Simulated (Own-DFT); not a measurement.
# Point defects and the pressure they add: D0_22 TiAl3

The numbers are computed, not measured, by runs of the plane-wave DFT program Own-DFT (in-house, retired, unreviewed) at fixed positions, with no spin and no spin-orbit coupling.

Method: PBE; PseudoDojo norm-conserving scalar-relativistic files; cutoff 42 hartree; 4 x 4 x 4 k mesh centred on Gamma; cold (Marzari-Vanderbilt) smearing of 0.2 eV.

Known weak points: forces on such cells failed a check on a denser k mesh; stress not checked against mesh or cutoff.

All runs share one cell, with vectors in Å (-2.365, -6.981, 4.326); (-7.667, 3.491, 1.442); (-2.950, -3.488, -7.241) and a volume of 625.4 Å³. u is the rms random offset of the atoms per axis. The defect's site can differ from row to row.

| cell | formula | u (Å) | P (GPa) |
|---|---|---|---|
| no defect | Al30Ti10 | 0.0231 | 2.02 |
| no defect | Al30Ti10 | 0.0529 | 2.67 |
| no defect | Al30Ti10 | 0.0575 | 2.82 |
| two Ti on an Al site each | Al28Ti12 | 0.0310 | 3.35 |
| two Ti on an Al site each | Al28Ti12 | 0.0325 | ? |
| two Ti on an Al site each | Al28Ti12 | 0.0488 | 3.80 |
| two Ti on an Al site each | Al28Ti12 | 0.0512 | 3.94 |
| two Al on a Ti site each | Al32Ti8 | 0.0304 | 2.91 |
| two Al on a Ti site each | Al32Ti8 | 0.0506 | 3.38 |
| two Al on a Ti site each | Al32Ti8 | 0.0556 | 3.65 |
| two Al vacancies | Al28Ti10 | 0.0268 | 0.98 |
| two Al vacancies | Al28Ti10 | 0.0292 | 1.20 |
| two Al vacancies | Al28Ti10 | 0.0500 | 1.66 |
| one Ti vacancy | Al30Ti9 | 0.0298 | 1.86 |
| one Ti vacancy | Al30Ti9 | 0.0309 | 1.96 |
| one Ti vacancy | Al30Ti9 | 0.0473 | 2.27 |

## Fit

P = P0 + c u² + a shift for each defect gives P0 = 1.81 GPa, c = 311 ± 18 GPa/Å² and a scatter of 0.06 GPa. The shifts, and each times the cell's volume:

- two Ti on an Al site each: 1.26 ± 0.05 GPa, 4.9 eV (2.5 eV for each of its 2 sites)
- two Al on a Ti site each: 0.82 ± 0.05 GPa, 3.2 eV (1.6 eV for each of its 2 sites)
- one Ti vacancy: -0.20 ± 0.05 GPa, -0.8 eV
- two Al vacancies: -0.96 ± 0.05 GPa, -3.7 eV (-1.9 eV for each of its 2 sites)

Positive is outwards. The product with the volume (160.2 GPa Å³ to the eV) is nearly free of the cell's size; divided by the bulk modulus at the cell's pressure it gives the volume that the defect adds. The atoms around the defects weren't relaxed, which would change these numbers.

## Check

Q: what pressure belongs in the blank (two Ti on an Al site each, u = 0.0325 Å)?

The fit gives 3.40 ± 0.07 GPa. The calculation gave 3.41 GPa.
